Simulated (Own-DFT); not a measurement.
# One host, several defects: zincblende InP

Calculated, not measured: single-point runs of Own-DFT, a retired in-house plane-wave DFT program that no person has reviewed, on unrelaxed cells, without spin or spin-orbit coupling.

Settings: PBE; PseudoDojo norm-conserving scalar-relativistic files; cutoff 36 hartree; 3 x 3 x 3 k mesh centred on Gamma; Fermi-Dirac smearing of 0.1 eV.

Keep in mind (not all hold for every row): not probed for a lower state with spin; forces on such cells moved up to 12 meV/angstrom on a denser k mesh; stress not checked against mesh or cutoff.

All runs share one cell, with vectors in Å (11.737, 0.000, 0.000); (0.000, 11.737, 0.000); (0.000, 0.000, 11.737) and a volume of 1617.0 Å³. u is the rms random offset of the atoms per axis. The defect's site can differ from row to row.

```
                                      cell  formula   u (Å)  P (GPa)
                                 no defect  In32P32  0.0162     3.18
                                 no defect  In32P32  0.0202     3.21
                                 no defect  In32P32  0.0456     3.50
one In on a P site and one P on an In site  In32P32  0.0301        ?
one In on a P site and one P on an In site  In32P32  0.0301     3.63
one In on a P site and one P on an In site  In32P32  0.0474     3.95
one In on a P site and one P on an In site  In32P32  0.0518     3.97
                           two P vacancies  In32P30  0.0284     2.87
                           two P vacancies  In32P30  0.0303     2.91
                           two P vacancies  In32P30  0.0311     3.07
```

## Fit

P = P0 + c u² + a shift for each defect gives P0 = 3.13 GPa, c = 188 ± 33 GPa/Å² and a scatter of 0.06 GPa. The shifts, and each times the cell's volume:

- one In on a P site and one P on an In site: 0.36 ± 0.06 GPa, 3.6 eV
- two P vacancies: -0.34 ± 0.05 GPa, -3.5 eV (-1.7 eV for each of its 2 sites)

Against the defect-free cell, a freed cell would be larger where the shift is positive and smaller where it is negative (160.2 GPa Å³ is 1 eV). The atoms around the defects weren't relaxed, which would change these numbers.

## Withheld run

Question: what pressure belongs in the blank (one In on a P site and one P on an In site, u = 0.0301 Å)?

Estimate: 3.65 ± 0.08 GPa. Computed: 3.62 GPa.
